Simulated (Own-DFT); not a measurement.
# Which defects push the lattice out? C11b WSi2

Source: density functional calculations with Own-DFT, an unreviewed in-house program that is no longer used. Nothing was measured or relaxed, and spin and spin-orbit coupling are left out.

Method: PBE; PseudoDojo norm-conserving scalar-relativistic files; cutoff 50 hartree; 5 x 5 x 5 k mesh centred on Gamma; cold (Marzari-Vanderbilt) smearing of 0.2 eV.

Keep in mind: forces on such cells failed a check on a denser k mesh; stress not checked against mesh or cutoff.

All runs share one cell, with vectors in Å (-2.148, -5.953, 3.409); (-6.444, 2.976, 1.136); (-2.553, -2.948, -6.757) and a volume of 403.2 Å³. The atoms are randomly displaced, by u rms on each axis. The defect's site can differ from row to row.

```
cell,formula,u (Å),P (GPa)
no defect,Si20W10,0.0192,4.44
no defect,Si20W10,0.0209,4.51
no defect,Si20W10,0.0518,6.62
one W vacancy,Si20W9,0.0327,?
one W vacancy,Si20W9,0.0354,3.91
one W vacancy,Si20W9,0.0515,4.41
one W vacancy,Si20W9,0.0570,5.37
one W on a Si site,Si19W11,0.0327,10.03
one W on a Si site,Si19W11,0.0497,11.19
one W on a Si site,Si19W11,0.0497,10.97
one Si on a W site,Si21W9,0.0310,6.05
one Si on a W site,Si21W9,0.0491,7.96
one Si on a W site,Si21W9,0.0495,7.27
one Si vacancy,Si19W10,0.0289,3.06
one Si vacancy,Si19W10,0.0303,3.55
one Si vacancy,Si19W10,0.0439,3.26
```

## Worked fit

P = P0 + c u² + a shift for each defect gives P0 = 4.28 GPa, c = 788 ± 126 GPa/Å² and a scatter of 0.38 GPa. The shifts, and each times the cell's volume:

- one W on a Si site: 4.88 ± 0.33 GPa, 12.3 eV
- one Si on a W site: 1.29 ± 0.33 GPa, 3.2 eV
- one W vacancy: -1.59 ± 0.35 GPa, -4.0 eV
- one Si vacancy: -1.95 ± 0.31 GPa, -4.9 eV

Against the defect-free cell, a freed cell would be larger where the shift is positive and smaller where it is negative (160.2 GPa Å³ is 1 eV). The atoms around the defects weren't relaxed, which would change these numbers.

## The run left out

Question: what pressure belongs in the blank (one W vacancy, u = 0.0327 Å)?

Estimate: 3.53 ± 0.47 GPa. DFT gave 3.96 GPa.
